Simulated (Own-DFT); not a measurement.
# What random displacements cost in beta-Si3N4, 112 atoms (N64Si48)

Calculated results; nothing here was measured. They come from Own-DFT, an in-house plane-wave density functional program, since retired, whose code no person has reviewed. Each row is one single-point run on a periodic cell that was not relaxed, without spin or spin-orbit coupling.

Settings of every run: PBE; PseudoDojo norm-conserving scalar-relativistic files; cutoff 42 hartree; 2 x 2 x 4 k mesh centred on Gamma; Fermi-Dirac smearing of 0.1 eV.

Known limits, some of them of some rows only: some atoms lie very close together; forces on such cells moved up to 12 meV/angstrom on a denser k mesh; stress not checked against mesh or cutoff.

Cell vectors in Å: (15.212, 0.000, 0.000); (-7.606, 13.174, 0.000); (0.000, 0.000, 5.818). In each run every atom was moved at random and independently from its ideal site; u is the rms move along one axis. E is the free energy for each atom above the fitted value at u = 0, and F the rms of the force components.

```
run,u (Å),E (meV/atom),F (eV/Å),largest force (eV/Å),P (GPa)
1,0.0187,17.3,0.829,2.86,5.45
2,0.0202,19.3,0.851,2.67,5.43
3,0.0219,24.1,0.945,3.99,5.62
4,0.0494,115.1,1.958,7.51,8.23
5,0.0508,126.3,2.194,8.48,8.51
6,0.0992,?,?,?,?
7,0.1000,494.3,4.554,19.25,18.01
8,0.1529,1328.4,9.684,50.25,41.80
```

## Worked fit

For small independent moves the energy grows as E = (3/2) K u², with K the mean stiffness felt by one atom. The runs with u up to 0.11 Å give K = 32.4 ± 0.4 eV/Å², with residuals divided by u² + 0.0006 Å², since the noise grows with the moves. The scatter is 2.6 meV/atom at u = 0.05 Å. The forces follow F = G u with G = 43.0 eV/Å²; no force at u = 0 is resolved. G exceeds K because the moves of its neighbours add to the force on an atom, and stiffness differs between atoms. At u = 0.153 Å the parabola gives 1137 meV/atom and the run 1328. The pressure follows P = 5.00 + 1305 u² GPa: at fixed volume, shortened bonds push harder than stretched ones pull.

## Withheld run

Question: what energy and rms force should run 6 give?

The fit gives 479 ± 11 meV/atom and about 4.27 eV/Å. The calculation gave 437.7 meV/atom and 4.238 eV/Å. This run lies off the fit, by chance or by something that the fit leaves out.
